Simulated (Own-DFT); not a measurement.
# How strain changes the stress of C40 NbSi2, 36 atoms (Nb12Si24)

Calculated results; nothing here was measured. The program, named Own-DFT, is a retired in-house plane-wave density functional code that no person has reviewed. Each row is one single-point run on a periodic cell that was not relaxed, without spin or spin-orbit coupling.

Settings of every run: PBE; PseudoDojo norm-conserving scalar-relativistic files; cutoff 42 hartree; 4 x 4 x 5 k mesh centred on Gamma; cold (Marzari-Vanderbilt) smearing of 0.2 eV.

Known limits: forces on such cells failed a check on a denser k mesh; stress not checked against mesh or cutoff.

Unstrained cell vectors in Å: (0.000, 8.324, 0.000); (-9.613, 0.000, 0.000); (0.000, 0.000, 6.586). The unstrained cell was taken from the Materials Project. The random moves and any unrelaxed bonds add to the pressure at no strain. Each run strains this cell uniformly, with the atoms carried along. Every atom was also moved at random, by a Gaussian of width 0.05 Å on each axis. Strain is the symmetric tensor, in per cent. Stress is positive in tension, and the pressure is minus a third of its trace.

```
run,e_xx (%),e_yy (%),e_zz (%),e_yz (%),e_xz (%),e_xy (%),s_xx (GPa),s_yy (GPa),s_zz (GPa),s_yz (GPa),s_xz (GPa),s_xy (GPa),P (GPa),E (meV/atom)
1,-0.36,-0.30,-1.60,0.51,1.72,-1.44,-6.44,-5.47,-12.63,2.32,5.96,-4.22,8.18,42.3
2,-0.15,0.35,0.12,-0.06,1.55,1.04,-3.45,-0.29,-2.96,-0.53,4.62,2.93,2.23,2.2
3,1.07,-1.16,1.39,0.34,0.10,-1.96,1.94,-4.83,2.62,0.42,0.16,-5.57,0.09,1.5
4,-1.20,1.50,-0.86,1.32,1.19,1.05,-6.17,1.60,-7.84,3.57,4.03,3.09,4.14,11.2
5,0.94,-1.27,0.44,1.94,0.25,1.47,-0.11,-6.41,-3.52,6.28,1.02,4.62,3.34,31.7
6,1.20,-0.82,1.46,0.63,-1.50,0.63,1.84,-3.66,2.73,2.16,-4.06,1.68,-0.30,18.6
7,-0.81,1.69,-1.65,1.07,0.07,-0.19,-5.32,1.49,-10.67,3.34,-0.06,-0.69,4.83,10.9
8,-1.28,0.05,-0.77,1.36,-0.30,-0.77,-7.99,-3.25,-8.83,3.82,-0.81,-2.45,6.69,16.2
9,-0.96,1.38,-1.90,-0.76,-0.26,0.89,-6.38,0.74,-12.70,-2.52,-0.77,2.69,6.11,11.1
10,1.90,1.85,-1.22,-0.87,1.11,-1.09,4.29,4.57,-6.23,-3.19,3.76,-2.53,-0.88,6.3
11,0.39,-0.15,1.38,-0.36,-1.09,-1.87,-0.69,-1.42,2.24,-0.88,-3.26,-5.54,-0.04,11.0
12,-1.00,0.31,1.94,-0.53,0.16,-0.68,-4.28,-0.12,4.26,-1.77,0.20,-1.16,0.05,0.0
13,-1.76,1.88,-0.39,1.79,-0.57,0.37,-7.66,2.59,-6.28,4.98,-1.96,1.12,3.78,18.4
14,-1.97,1.72,-1.09,0.02,0.08,-1.69,-10.17,1.78,-8.84,0.54,-0.22,-5.68,5.74,18.0
15,-0.65,-0.05,0.37,-1.83,-0.81,-0.76,-4.32,-2.51,-3.08,-5.85,-2.90,-2.60,3.30,10.0
16,-0.13,-0.69,0.70,1.41,1.59,-0.71,?,?,?,?,?,?,?,?
```

E is the free energy for each atom above the lowest run shown.

## Worked fit

Each stress component was fitted by least squares to a constant and the strains of the runs shown, as fractions, with shears doubled. Shear strains stay in the fit of a normal stress only where such slopes are resolved. The slopes, in GPa:

```
stress  at no strain  per e_xx  per e_yy  per e_zz  scatter
  s_xx          -2.8  355 ± 13   87 ± 17   94 ± 14     0.51
  s_yy          -2.4   59 ± 10  367 ± 13   89 ± 11     0.38
  s_zz          -4.3   90 ± 12  112 ± 15  473 ± 12     0.44
```

Each shear stress against twice its own strain: yz 154 ± 7, xz 155 ± 5, xy 148 ± 5 GPa. These are stiffnesses along x, y and z of the frame in which the cell vectors are given, which need not be the crystal's axes. The atoms are held to the strained lattice; where symmetry lets them move under strain, relaxing them would lower some slopes. The table should be nearly symmetric about its diagonal, and what it lacks of that shows the noise. A ninth of its sum, 192 ± 8 GPa, estimates the bulk modulus near the mean pressure of these runs, 3.2 GPa, so it lies above the value at zero pressure.

## Withheld run

Question: what normal stresses and pressure should run 16 give?

The fit gives s_xx = -3.2, s_yy = -4.4, s_zz = -1.9 and P = 3.2 GPa. The calculation gave -2.63, -4.25, -2.22 and P = 3.04 GPa.
